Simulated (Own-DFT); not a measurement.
# What a defect does to the pressure of its cell: C11b WSi2

Source: density functional calculations with Own-DFT, an unreviewed in-house program that is no longer used. Nothing was measured or relaxed, and spin and spin-orbit coupling are left out.

Common settings: PBE; PseudoDojo norm-conserving scalar-relativistic files; cutoff 50 hartree; 5 x 5 x 5 k mesh centred on Gamma; cold (Marzari-Vanderbilt) smearing of 0.2 eV.

Known weak points: forces on such cells failed a check on a denser k mesh; stress not checked against mesh or cutoff.

All runs share one cell, with vectors in Å (-2.148, -5.953, 3.409); (-6.444, 2.976, 1.136); (-2.553, -2.948, -6.757) and a volume of 403.2 Å³. Atoms were moved at random from their sites; u is the rms move along one axis. The defect's site can differ from row to row.

| cell | formula | u (Å) | P (GPa) |
|---|---|---|---|
| no defect | Si20W10 | 0.0227 | 4.25 |
| no defect | Si20W10 | 0.0465 | 5.46 |
| no defect | Si20W10 | 0.0500 | 5.68 |
| one W on a Si site | Si19W11 | 0.0299 | ? |
| one W on a Si site | Si19W11 | 0.0300 | 9.84 |
| one W on a Si site | Si19W11 | 0.0470 | 10.73 |
| one W on a Si site | Si19W11 | 0.0471 | 11.49 |
| one Si on a W site | Si21W9 | 0.0320 | 6.51 |
| one Si on a W site | Si21W9 | 0.0499 | 7.51 |
| one Si on a W site | Si21W9 | 0.0503 | 6.67 |
| one Si vacancy | Si19W10 | 0.0278 | 3.13 |
| one Si vacancy | Si19W10 | 0.0324 | 3.39 |
| one Si vacancy | Si19W10 | 0.0454 | 4.34 |

## Working it out

P = P0 + c u² + a shift for each defect gives P0 = 3.89 GPa, c = 721 ± 152 GPa/Å² and a scatter of 0.37 GPa. The shifts, and each times the cell's volume:

- one W on a Si site: 5.52 ± 0.30 GPa, 13.9 eV
- one Si on a W site: 1.56 ± 0.30 GPa, 3.9 eV
- one Si vacancy: -1.20 ± 0.31 GPa, -3.0 eV

A positive shift means that the defect pushes the cell outwards. Shift times volume (160.2 GPa Å³ is 1 eV) depends little on the cell's size, so, taken for each site, it can be compared between cells at like pressure. The atoms around the defects weren't relaxed, which would change these numbers.

## Withheld run

Asked: what pressure belongs in the blank (one W on a Si site, u = 0.0299 Å)?

The fitted form gives 10.05 ± 0.44 GPa. The hidden result is 9.82 GPa.
